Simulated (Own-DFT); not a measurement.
# How strain changes the stress of wurtzite GaN, 72 atoms (Ga36N36)

Calculated, not measured: single-point runs of Own-DFT, a retired in-house plane-wave DFT program that no person has reviewed, on unrelaxed cells, without spin or spin-orbit coupling.

All runs used: PBE; PseudoDojo norm-conserving scalar-relativistic files (stringent for Ga); cutoff 96 hartree; 4 x 4 x 3 k mesh centred on Gamma; Gaussian smearing of 0.01 eV.

Caveats: forces not confirmed at this smearing and k mesh; stress not checked against mesh or cutoff.

Unstrained cell vectors in Å: (9.567, 0.000, 0.000); (-4.783, 8.285, 0.000); (0.000, 0.000, 10.370). The unstrained cell has measured lattice constants (interpolated for alloys), not those of this functional. That, the random moves and any unrelaxed bonds set the pressure at no strain. In each run the cell takes a homogeneous strain; fractional positions stay. Random moves of width 0.05 Å per axis were added to every atom. Stress is counted positive in tension, P = -(s_xx + s_yy + s_zz)/3, and strain components are those of the symmetric tensor.

| run | e_xx (%) | e_yy (%) | e_zz (%) | e_yz (%) | e_xz (%) | e_xy (%) | s_xx (GPa) | s_yy (GPa) | s_zz (GPa) | s_yz (GPa) | s_xz (GPa) | s_xy (GPa) | P (GPa) | E (meV/atom) |
|---|---|---|---|---|---|---|---|---|---|---|---|---|---|---|
| 1 | 0.02 | -1.26 | -1.21 | 1.52 | -1.44 | -1.91 | -10.89 | -12.51 | -14.75 | 3.87 | -3.59 | -5.87 | 12.72 | 47.6 |
| 2 | -0.61 | -1.61 | 1.17 | -1.59 | 1.39 | -1.98 | -10.95 | -15.26 | -3.02 | -3.81 | 3.10 | -7.30 | 9.74 | 27.2 |
| 3 | -1.07 | -1.86 | -1.27 | -0.63 | 1.21 | -1.08 | -17.11 | -17.92 | -13.69 | -1.20 | 2.91 | -4.55 | 16.24 | 41.2 |
| 4 | -1.50 | -1.75 | 0.63 | -1.09 | -0.55 | 1.93 | -16.16 | -14.56 | -8.02 | -0.78 | -0.76 | 7.12 | 12.92 | 42.2 |
| 5 | 1.96 | -0.13 | 1.14 | -0.67 | 1.60 | -0.80 | 1.34 | -3.62 | -2.21 | -2.01 | 2.99 | -1.99 | 1.50 | 0.4 |
| 6 | -0.32 | 0.55 | 1.95 | 0.78 | 1.78 | 1.39 | -5.14 | -5.24 | 1.02 | 1.40 | 3.11 | 4.77 | 3.12 | 5.8 |
| 7 | 1.71 | -0.26 | 0.90 | -1.64 | -0.30 | -1.65 | 0.29 | -7.44 | -2.78 | -4.07 | -0.15 | -3.65 | 3.31 | 17.0 |
| 8 | -0.15 | 0.63 | -0.29 | -0.95 | -1.20 | -0.37 | -7.89 | -3.65 | -8.08 | -1.87 | -2.47 | -1.79 | 6.54 | 2.9 |
| 9 | -0.84 | 1.08 | 1.21 | -0.67 | 1.55 | -0.26 | -8.14 | -3.43 | -1.68 | -1.35 | 1.63 | -3.17 | 4.42 | 9.3 |
| 10 | 1.53 | -1.46 | -0.25 | -0.09 | 1.44 | 1.65 | -2.83 | -11.16 | -9.33 | 0.28 | 2.16 | 5.12 | 7.77 | 17.0 |
| 11 | -1.35 | -0.88 | 1.07 | -0.59 | -1.78 | -0.67 | -12.65 | -13.18 | -3.86 | -0.22 | -3.67 | -2.47 | 9.89 | 22.7 |
| 12 | 0.26 | 1.92 | -0.23 | 0.06 | -0.80 | 1.98 | -4.23 | 0.12 | -5.59 | 0.17 | -1.67 | 4.56 | 3.23 | 0.0 |
| 13 | -1.58 | 0.98 | -1.43 | -1.87 | -0.86 | 0.36 | -13.30 | -6.59 | -13.64 | -4.22 | -1.19 | 0.85 | 11.18 | 15.8 |
| 14 | -0.75 | 0.35 | -0.93 | 1.19 | 1.49 | 0.00 | -10.44 | -7.10 | -11.77 | 1.59 | 3.18 | -0.10 | 9.77 | 20.9 |
| 15 | 1.84 | -0.28 | 1.79 | -1.98 | -0.71 | 1.43 | 0.45 | -4.11 | -0.82 | -4.34 | -1.52 | 4.00 | 1.49 | 25.4 |
| 16 | 1.50 | 0.34 | 0.25 | 0.75 | -1.98 | -0.80 | ? | ? | ? | ? | ? | ? | ? | ? |

E is the free energy per atom, counted from the lowest run shown.

## Worked fit

Least squares on the runs shown: each stress against a constant and the strains, taken as fractions with shears doubled. Shear strains stay in the fit of a normal stress only where such slopes are resolved. The slopes, in GPa:

```
stress,at no strain,per e_xx,per e_yy,per e_zz,scatter
s_xx,-7.5,402 ± 16,159 ± 16,109 ± 18,0.71
s_yy,-7.3,146 ± 26,406 ± 26,43 ± 28,1.13
s_zz,-7.5,29 ± 20,93 ± 20,422 ± 22,0.88
```

The slope of each shear stress on twice its own strain, from a fit on all six strains: yz 112 ± 6, xz 99 ± 6, xy 160 ± 12 GPa. These are stiffnesses along x, y and z of the frame in which the cell vectors are given, with the crystal's c axis along z: C11, C12, C13 and C33. Hexagonal symmetry asks that xx and yy behave alike, which is a second check on the noise. The atoms are held to the strained lattice; where symmetry lets them move under strain, relaxing them would lower some slopes. Symmetry asks for nearly equal slopes across the diagonal; the mismatch is a measure of noise. A ninth of the table's sum, 201 ± 4 GPa, estimates the bulk modulus near the mean pressure of these runs, 7.6 GPa, so it lies above the value at zero pressure.

## Prediction

Question: what normal stresses and pressure should run 16 give?

From the fit: s_xx = -0.7, s_yy = -3.7, s_zz = -5.7 and P = 3.3 GPa. The calculation gave -0.67, -3.08, -4.91 and P = 2.89 GPa.
